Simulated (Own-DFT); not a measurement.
Simulation results for Si$_{3}$N$_{4}$ (beta silicon nitride, strained, atoms displaced)

A calculation, not a measurement: plane-wave PBE density functional theory by an unreviewed code, no spin, of a simulated periodic cell, stress positive in tension, free energy of the whole cell less one offset for each atom, forces on such cells moved up to 12 meV/angstrom on a denser k mesh; offsets are fitted by least squares, one for each functional and potential file, so energies compare only between cells with the same atoms and settings and are not formation energies; the far tail of each file's local potential was reset to the Coulomb form; each entry is a single point on an unrelaxed cell, so the pressure reflects the starting lattice, mostly measured values (interpolated for alloys), from which strain is counted, and rises with the displacements; printed positions are rounded, which can move forces by about a meV/angstrom; the program, named Own-DFT, is a retired in-house code; no spin-orbit coupling; before rounding, a Quantum ESPRESSO 7.3.1 run of the same cell and cutoff gave forces within 1 meV/angstrom rms on each cell, which checks the program and not the settings. Program: Own-DFT development build.

Common to all runs: functional PBE; potential files PseudoDojo norm-conserving, scalar-relativistic, standard set; wave cutoff 42 hartree; occupations Fermi-Dirac; smearing width 0.1 eV; k mesh 2 x 2 x 4 centred on Gamma.

(1) Si$_{3}$N$_{4}$ (beta silicon nitride, strained, atoms displaced)

```
CELL_PARAMETERS angstrom
14.96600 0.15660 -0.00590
-7.34740 13.12450 -0.18140
-0.00230 -0.08140 5.71660
ATOMIC_POSITIONS crystal
Si 0.08578 0.38565 0.13282
Si 0.11915 0.20468 0.12704
Si 0.30505 0.41935 0.11052
Si 0.41654 0.12780 0.37908
Si 0.37902 0.29313 0.37773
Si 0.20421 0.08435 0.37449
N 0.16906 0.02257 0.11953
N 0.48319 0.15527 0.14463
N 0.35411 0.33471 0.13139
N 0.33410 0.48696 0.38143
N 0.01546 0.34042 0.38100
N 0.15169 0.16426 0.38374
N 0.16620 0.32808 0.12847
N 0.34013 0.16798 0.38927
Si 0.09020 0.38966 0.62384
Si 0.11709 0.20127 0.63456
Si 0.29708 0.40673 0.63293
Si 0.40767 0.11093 0.87150
Si 0.38183 0.30130 0.87491
Si 0.19422 0.08062 0.87684
N 0.16128 0.01400 0.61302
N 0.48287 0.14859 0.61015
N 0.34711 0.33507 0.63040
N 0.32839 0.48366 0.86584
N 0.02197 0.35457 0.87282
N 0.15188 0.16299 0.87336
N 0.16641 0.33070 0.63147
N 0.33014 0.16722 0.87302
Si 0.08815 0.88952 0.10809
Si 0.11816 0.70302 0.11871
Si 0.29790 0.91729 0.12675
Si 0.42095 0.62353 0.36903
Si 0.38471 0.79712 0.37814
Si 0.20314 0.58121 0.38824
N 0.16745 0.51888 0.12868
N 0.47749 0.64198 0.11566
N 0.35176 0.83892 0.12500
N 0.32769 0.98613 0.36973
N 0.00979 0.84983 0.35943
N 0.15506 0.67613 0.37513
N 0.17272 0.83515 0.11934
N 0.33828 0.67167 0.37147
Si 0.08761 0.89139 0.63912
Si 0.11477 0.70543 0.62604
Si 0.29619 0.90837 0.63066
Si 0.41516 0.61463 0.87205
Si 0.37910 0.79787 0.87898
Si 0.19974 0.58595 0.85825
N 0.16964 0.51838 0.61857
N 0.48513 0.64493 0.62550
N 0.35240 0.84354 0.62728
N 0.32680 0.98151 0.87174
N 0.02011 0.84604 0.86784
N 0.15585 0.66451 0.86922
N 0.16776 0.83402 0.63660
N 0.33026 0.66082 0.88754
Si 0.58797 0.39098 0.12934
Si 0.60880 0.20272 0.12348
Si 0.80113 0.41763 0.12372
Si 0.91178 0.11713 0.37364
Si 0.88681 0.30318 0.36585
Si 0.69961 0.08105 0.37288
N 0.66599 0.01790 0.13971
N 0.99236 0.14867 0.12613
N 0.85592 0.33367 0.13067
N 0.83592 0.48857 0.36869
N 0.51915 0.34847 0.37198
N 0.65672 0.17099 0.37963
N 0.66835 0.33269 0.13378
N 0.83313 0.16729 0.37586
Si 0.58682 0.38326 0.62310
Si 0.61427 0.19972 0.61737
Si 0.79333 0.40832 0.62753
Si 0.90658 0.10824 0.86885
Si 0.88016 0.28935 0.86821
Si 0.70495 0.08552 0.86703
N 0.66557 0.01457 0.62491
N 0.98591 0.14794 0.62510
N 0.86144 0.34366 0.60848
N 0.83860 0.48484 0.88418
N 0.51028 0.35092 0.88162
N 0.65526 0.16820 0.87121
N 0.67240 0.33427 0.62259
N 0.83524 0.16848 0.88486
Si 0.58701 0.88532 0.11326
Si 0.62215 0.70546 0.13708
Si 0.79839 0.91163 0.12054
Si 0.90700 0.61289 0.38809
Si 0.88255 0.80097 0.35558
Si 0.70175 0.58556 0.38589
N 0.66386 0.51130 0.11630
N 0.97663 0.65171 0.12336
N 0.84412 0.83002 0.10720
N 0.83624 0.98248 0.37084
N 0.52064 0.84780 0.36948
N 0.65015 0.67019 0.37851
N 0.66726 0.83510 0.12018
N 0.82574 0.66190 0.37922
Si 0.58940 0.88592 0.62295
Si 0.61496 0.70243 0.62183
Si 0.79886 0.90882 0.62733
Si 0.91398 0.62000 0.87564
Si 0.88172 0.79695 0.86836
Si 0.69601 0.58481 0.87223
N 0.66570 0.51177 0.62192
N 0.97930 0.64403 0.61435
N 0.84989 0.83312 0.63841
N 0.82492 0.98285 0.87686
N 0.51495 0.84456 0.87297
N 0.65215 0.66973 0.88130
N 0.66900 0.82924 0.61653
N 0.83302 0.66773 0.87523
```

| Property | Result |
| --- | --- |
| free energy of cell above offsets | -3.804 eV |
| pressure | 17.58 GPa |
| stress xx | -15.83 GPa |
| stress yy | -11.55 GPa |
| stress zz | -25.36 GPa |
| stress yz | -4.56 GPa |
| stress xz | -0.75 GPa |
| stress xy | 5.48 GPa |

Force:
| element | x (eV/Å) | y (eV/Å) | z (eV/Å) |
| --- | --- | --- | --- |
| Si | 2.283 | -0.258 | -0.751 |
| Si | 0.727 | -0.821 | 0.779 |
| Si | -2.542 | -2.188 | 4.092 |
| Si | 2.37 | -6.446 | -1.141 |
| Si | 2.029 | 1.012 | 0.346 |
| Si | 0.549 | 2.867 | 0.854 |
| N | -0.379 | -4.647 | 0.929 |
| N | 0.818 | -0.745 | -5.166 |
| N | -2.093 | 1.383 | -0.128 |
| N | 0.55 | 0.179 | -0.569 |
| N | -0.476 | 1.218 | -0.862 |
| N | 1.038 | -0.132 | -1.093 |
| N | 0.53 | 4.112 | -0.289 |
| N | -8.23 | 1.263 | -0.307 |
| Si | 1.186 | -2.501 | 0.685 |
| Si | -1.404 | 0.944 | -1.018 |
| Si | -5.003 | 2.881 | -3.634 |
| Si | -0.417 | 1.509 | 0.379 |
| Si | 2.227 | -3.366 | 0.342 |
| Si | 3.095 | 3.686 | -2.854 |
| N | 0.034 | 0.415 | 1.559 |
| N | 2.711 | 0.669 | 5.68 |
| N | 3.266 | -2.062 | -1.147 |
| N | 1.087 | 1.692 | 0.848 |
| N | -2.731 | -0.997 | 0.045 |
| N | -1.191 | 0.758 | 0.973 |
| N | 0.108 | 0.909 | -0.131 |
| N | -0.05 | -0.685 | 0.055 |
| Si | 2.617 | -0.988 | 4.173 |
| Si | -2.134 | 0.709 | 0.874 |
| Si | 0.005 | -0.894 | -0.224 |
| Si | -2.423 | -3.463 | 1.261 |
| Si | 0.331 | 1.126 | -0.875 |
| Si | 0.266 | 5.837 | -5.156 |
| N | -0.615 | -1.814 | -1.18 |
| N | 5.3 | 2.558 | 1.681 |
| N | 0.338 | 0.193 | 1.376 |
| N | 0.603 | 1.916 | 2.769 |
| N | 1.635 | 1.598 | 0.836 |
| N | 2.199 | -2.508 | 0.254 |
| N | -3.055 | -0.561 | -0.022 |
| N | -1.201 | -1.327 | 0.979 |
| Si | 2.099 | -2.697 | -5.735 |
| Si | -0.622 | -0.241 | -0.318 |
| Si | -4.817 | 3.582 | -3.143 |
| Si | -2.75 | -1.132 | -1.823 |
| Si | 2.351 | -2.183 | -0.952 |
| Si | 3.584 | -0.262 | 5.229 |
| N | -0.604 | -3.968 | 1.031 |
| N | 1.022 | 0.843 | 0.035 |
| N | 5.169 | -3.507 | -0.079 |
| N | 0.802 | 2.466 | 1.092 |
| N | -4.658 | -1.162 | 0.781 |
| N | -4.031 | 2.233 | -0.449 |
| N | -1.891 | 0.225 | -0.347 |
| N | -0.458 | 2.378 | -1.269 |
| Si | 1.34 | -4.123 | -1.119 |
| Si | 3.401 | 1.171 | 0.675 |
| Si | -0.23 | -2.814 | 0.325 |
| Si | 2.092 | -0.067 | -0.608 |
| Si | 3.222 | -3.864 | 1.959 |
| Si | 0.7 | 5.663 | 3.555 |
| N | -0.339 | -3.711 | -6.797 |
| N | -3.769 | -2.203 | -0.644 |
| N | -3.256 | 2.153 | -4.673 |
| N | -0.325 | -2.335 | 2.465 |
| N | -3.006 | -0.829 | 0.95 |
| N | 0.182 | -1.452 | -2.406 |
| N | -0.782 | 1.182 | -0.763 |
| N | -1.039 | -0.218 | 0.146 |
| Si | 0.468 | -1.051 | 1.573 |
| Si | -0.262 | 1.491 | 1.715 |
| Si | 2.591 | 3.516 | -0.588 |
| Si | 3.222 | 2.802 | 1.137 |
| Si | 1.179 | 5.134 | -0.509 |
| Si | -0.482 | 1.409 | 3.23 |
| N | -0.008 | -1.227 | -0.587 |
| N | -0.866 | -0.977 | 0.776 |
| N | -1.431 | -0.322 | 3.908 |
| N | -0.357 | 1.014 | -2.412 |
| N | 1.805 | 0.929 | -1.746 |
| N | -1.288 | -0.397 | 0.449 |
| N | -3.712 | -2.391 | 0.569 |
| N | -0.173 | -3.547 | -0.592 |
| Si | 0.766 | 0.576 | 1.936 |
| Si | -3.853 | 1.117 | -2.845 |
| Si | -2.628 | 0.508 | 0.378 |
| Si | -0.504 | 0.855 | -4.508 |
| Si | 1.129 | -2.914 | 2.74 |
| Si | -0.502 | -0.398 | -2.297 |
| N | -0.387 | 3.993 | 1.179 |
| N | 4 | 1.556 | 2.188 |
| N | -0.39 | 0.711 | 1.654 |
| N | 0.257 | 0.278 | 1.435 |
| N | -2.267 | -0.432 | 0.143 |
| N | 3.23 | -2.708 | 0.169 |
| N | 0.872 | -0.639 | 0.089 |
| N | 0.179 | 3.234 | -0.199 |
| Si | 0.861 | -1.515 | 0.143 |
| Si | -0.973 | 0.651 | 3.007 |
| Si | -2.498 | 1.317 | -1.514 |
| Si | -0.526 | -2.537 | -1.064 |
| Si | 3.917 | -2.89 | 0.639 |
| Si | 2.673 | 0.984 | 0.87 |
| N | -0.808 | 0.349 | 0.428 |
| N | 3.106 | 2.074 | 3.985 |
| N | 0 | 0.691 | -4.686 |
| N | 0.613 | -0.103 | -0.316 |
| N | -1.546 | 0.144 | -1.696 |
| N | 0.271 | -0.892 | -1.193 |
| N | -1.111 | 1.854 | 0.373 |
| N | -1.913 | -0.405 | -0.302 |

(2) Si$_{3}$N$_{4}$ (beta silicon nitride, strained, atoms displaced)

```
CELL_PARAMETERS angstrom
15.10210 0.02720 0.02260
-7.52750 12.95220 0.11540
0.00860 0.05600 5.80930
ATOMIC_POSITIONS crystal
Si 0.08338 0.38211 0.13630
Si 0.11341 0.20432 0.12040
Si 0.29487 0.41402 0.11865
Si 0.40954 0.11074 0.36658
Si 0.37980 0.29648 0.38824
Si 0.20578 0.08197 0.37092
N 0.16451 0.01862 0.13302
N 0.48092 0.14521 0.12905
N 0.35449 0.33688 0.11991
N 0.33318 0.48967 0.38842
N 0.01539 0.34845 0.37269
N 0.14143 0.16828 0.38206
N 0.15854 0.32502 0.12905
N 0.33342 0.16345 0.38655
Si 0.08603 0.38381 0.63093
Si 0.11484 0.20052 0.61859
Si 0.29804 0.41712 0.61068
Si 0.41331 0.11935 0.87256
Si 0.38593 0.29800 0.86585
Si 0.20404 0.08825 0.87363
N 0.16308 0.01247 0.61418
N 0.48513 0.15561 0.60912
N 0.34209 0.33176 0.63887
N 0.32916 0.48103 0.87194
N 0.01277 0.34879 0.85894
N 0.14525 0.16243 0.86526
N 0.17326 0.33489 0.61364
N 0.33252 0.16727 0.86494
Si 0.08732 0.87677 0.13433
Si 0.11828 0.70398 0.13879
Si 0.29462 0.90888 0.10618
Si 0.41948 0.61893 0.36805
Si 0.38343 0.79374 0.36886
Si 0.19845 0.58457 0.37894
N 0.16437 0.51175 0.12666
N 0.48541 0.64747 0.11535
N 0.34286 0.83187 0.12687
N 0.33462 0.97948 0.38547
N 0.01709 0.85362 0.37729
N 0.15204 0.66608 0.36207
N 0.16374 0.83295 0.13426
N 0.33199 0.66485 0.36703
Si 0.08039 0.88198 0.63447
Si 0.11282 0.69868 0.61998
Si 0.29763 0.91525 0.61891
Si 0.41383 0.61820 0.85973
Si 0.37755 0.79320 0.88268
Si 0.20329 0.59067 0.87722
N 0.16100 0.50701 0.60858
N 0.48326 0.65205 0.61591
N 0.34998 0.83878 0.63102
N 0.32814 0.97905 0.88491
N 0.01330 0.84642 0.84978
N 0.15110 0.66469 0.88115
N 0.16985 0.83467 0.61726
N 0.33022 0.66264 0.87308
Si 0.58882 0.38624 0.13909
Si 0.61318 0.20038 0.12966
Si 0.79910 0.41377 0.11994
Si 0.91635 0.10890 0.37891
Si 0.88369 0.29564 0.36712
Si 0.70176 0.08124 0.37883
N 0.66283 0.00809 0.13117
N 0.98373 0.14936 0.13109
N 0.85025 0.33836 0.11465
N 0.83340 0.48463 0.36649
N 0.51372 0.35214 0.37141
N 0.65767 0.17469 0.37080
N 0.66674 0.33346 0.12741
N 0.83013 0.16307 0.37774
Si 0.58942 0.38708 0.59899
Si 0.61561 0.19806 0.61862
Si 0.79837 0.41164 0.62578
Si 0.91614 0.11775 0.87956
Si 0.89303 0.29525 0.88944
Si 0.69307 0.07824 0.86659
N 0.66654 0.01542 0.62373
N 0.99232 0.15693 0.62057
N 0.84461 0.33063 0.62437
N 0.83996 0.49318 0.86954
N 0.50962 0.34729 0.86789
N 0.65798 0.17003 0.87821
N 0.67150 0.33603 0.62430
N 0.83564 0.16590 0.87995
Si 0.58728 0.88170 0.11798
Si 0.61640 0.70169 0.13394
Si 0.79821 0.91710 0.12532
Si 0.90870 0.62286 0.38140
Si 0.88998 0.79810 0.36555
Si 0.69973 0.58300 0.37139
N 0.66739 0.50677 0.11529
N 0.98733 0.64816 0.11879
N 0.84888 0.83122 0.11674
N 0.83033 0.98583 0.38166
N 0.51297 0.84684 0.38724
N 0.65609 0.67299 0.36834
N 0.66532 0.83425 0.12618
N 0.83113 0.66607 0.36893
Si 0.58682 0.88785 0.62308
Si 0.61225 0.70396 0.62616
Si 0.79146 0.90679 0.63269
Si 0.92216 0.62180 0.87573
Si 0.88895 0.79548 0.88073
Si 0.69904 0.58116 0.87734
N 0.66799 0.52061 0.63271
N 0.98386 0.64902 0.61640
N 0.84687 0.83506 0.63223
N 0.82940 0.98568 0.88031
N 0.51695 0.84836 0.89269
N 0.65506 0.66971 0.86274
N 0.67260 0.83407 0.62728
N 0.83442 0.66855 0.88017
```

| Quantity | Value |
| --- | --- |
| stress xx | ? |

**Q.** Give the missing stress xx for Si$_{3}$N$_{4}$ (beta silicon nitride, strained, atoms displaced) (entry 2).
**A.** -15.09 GPa

Further results for Si$_{3}$N$_{4}$ (beta silicon nitride, strained, atoms displaced) (entry 2):

| Quantity | Value |
| --- | --- |
| free energy of cell above offsets | -4.572 eV |
| pressure | 15.23 GPa |
| stress yy | -17.72 GPa |
| stress zz | -12.88 GPa |
| stress yz | 5.18 GPa |
| stress xz | 0.31 GPa |
| stress xy | -1.39 GPa |

Force:
| element | x (eV/Å) | y (eV/Å) | z (eV/Å) |
| --- | --- | --- | --- |
| Si | 1.499 | -0.11 | -3.013 |
| Si | 1.763 | -4.056 | 0.279 |
| Si | -0.009 | -1.894 | 1.83 |
| Si | -0.083 | -0.061 | 1.926 |
| Si | -0.219 | -0.179 | -1.547 |
| Si | -2.974 | 2.977 | 1.472 |
| N | 0.183 | -3.307 | -2.99 |
| N | 1.131 | 0.494 | -2.229 |
| N | -1.385 | 0.305 | 1.641 |
| N | 0.926 | 0.973 | -5.386 |
| N | -1.696 | -0.663 | 1.844 |
| N | 5.489 | -3.26 | -4.618 |
| N | 0.442 | 6.13 | -0.62 |
| N | -0.575 | 1.17 | -0.673 |
| Si | 2.599 | -3.218 | -2.992 |
| Si | 0.644 | 3.291 | 2.158 |
| Si | -0.241 | -2.53 | 4.439 |
| Si | 0.377 | -0.887 | -0.692 |
| Si | -1.391 | -0.074 | 2.295 |
| Si | -1.414 | -0.636 | -0.909 |
| N | 0.079 | 0.074 | 2.818 |
| N | 0.615 | -1.074 | 1.766 |
| N | 0.993 | 0.296 | -2.96 |
| N | 0.498 | 2.98 | -1.163 |
| N | 3.512 | 1.733 | 3.909 |
| N | 0.976 | -0.543 | 2.094 |
| N | -3.488 | -0.566 | 0.697 |
| N | 0.285 | -0.654 | 0.508 |
| Si | -3.373 | 3.622 | -2.02 |
| Si | -1.946 | -0.356 | -4.256 |
| Si | -1.246 | -0.254 | 6.161 |
| Si | -2.937 | -0.747 | -0.922 |
| Si | -1.427 | 1.109 | 2.289 |
| Si | 2.06 | -0.439 | -2.152 |
| N | -0.214 | 1.242 | -0.467 |
| N | 0.062 | 0.101 | -0.465 |
| N | 2.153 | -1.245 | 0.045 |
| N | -0.077 | 2.399 | -5.501 |
| N | -0.061 | -0.932 | -0.372 |
| N | 0.768 | -0.733 | 4.381 |
| N | 3.242 | -0.975 | -0.521 |
| N | 0.234 | -0.356 | 0.191 |
| Si | 6.168 | 2.41 | -6.127 |
| Si | 0.881 | 2.093 | 0.478 |
| Si | -0.588 | -2.127 | 3.6 |
| Si | -0.422 | -2.328 | 2.338 |
| Si | 1.167 | 1.285 | -1.422 |
| Si | 0.475 | -4.191 | -0.586 |
| N | -0.256 | 4.92 | 3.211 |
| N | 1.27 | 0.573 | 0.261 |
| N | 2.263 | -1.736 | -0.499 |
| N | 0.312 | 4.776 | -4.844 |
| N | -0.652 | -0.785 | 8.638 |
| N | -1.767 | 1.042 | -0.963 |
| N | -2.408 | -1.826 | 0.565 |
| N | 0.75 | 1.568 | -0.202 |
| Si | -0.578 | -5.06 | -4.513 |
| Si | 0.312 | 1.428 | -1.489 |
| Si | -1.379 | 1.457 | -0.394 |
| Si | -2.264 | 3.364 | 0.939 |
| Si | -1.476 | -0.138 | 1.873 |
| Si | 0.093 | 3.331 | -2.942 |
| N | -0.709 | 2.439 | -0.629 |
| N | 0.137 | -0.393 | -1.383 |
| N | 2.669 | -1.38 | 0.912 |
| N | -0.012 | 1.512 | 0.995 |
| N | -1.27 | -0.261 | 0.506 |
| N | 1.47 | -3.085 | 0.377 |
| N | -0.449 | -0.635 | -0.2 |
| N | 1.766 | 0.034 | -0.154 |
| Si | 1.058 | -1.204 | 5.366 |
| Si | -0.516 | 2.922 | 1.275 |
| Si | 0.636 | 1.836 | -0.2 |
| Si | -0.406 | -0.278 | -1.115 |
| Si | -7.01 | -1.173 | -2.726 |
| Si | 3.064 | 3.628 | 3.676 |
| N | -0.821 | -1.576 | 0.338 |
| N | -4.024 | -2.373 | 1.286 |
| N | 2.641 | -0.568 | 0.254 |
| N | -0.052 | -2.478 | -0.111 |
| N | 4.136 | 2.113 | -0.025 |
| N | -1.901 | -1.115 | -0.506 |
| N | -2.715 | -1.427 | -0.126 |
| N | -1.403 | -1.538 | -0.054 |
| Si | 0.057 | -0.559 | 3.853 |
| Si | -0.159 | 1.505 | -4.282 |
| Si | 0.23 | -1.823 | 1.18 |
| Si | 4.033 | -4.224 | -2.227 |
| Si | -4.298 | 0.572 | 1.914 |
| Si | 0.188 | 1.567 | -0.322 |
| N | -0.599 | 5.01 | 2.448 |
| N | 0.028 | 1.303 | 2.553 |
| N | -0.362 | 1.587 | 1.498 |
| N | 0.394 | -2.755 | -0.172 |
| N | 0.349 | 0.328 | -1.803 |
| N | 0.767 | -2.296 | 2.333 |
| N | 1.893 | -1.057 | 0.226 |
| N | -2.167 | 1.226 | 0.125 |
| Si | 1.131 | -2.912 | 1.501 |
| Si | 2.532 | 0.034 | -0.56 |
| Si | 3.501 | 4.177 | 0.183 |
| Si | -3.027 | -1.22 | -0.366 |
| Si | -4.285 | 0.351 | -1.98 |
| Si | 1.097 | 3.95 | -0.004 |
| N | -0.436 | -2.594 | -3.104 |
| N | 0.852 | 0.885 | 0.062 |
| N | 3.337 | -1.134 | -1.297 |
| N | 0.644 | 0.363 | -1.671 |
| N | -3.003 | -1.198 | -4.182 |
| N | -0.634 | -1.251 | 2.441 |
| N | -6.971 | -1.806 | -0.228 |
| N | 0.945 | -2.23 | -0.07 |
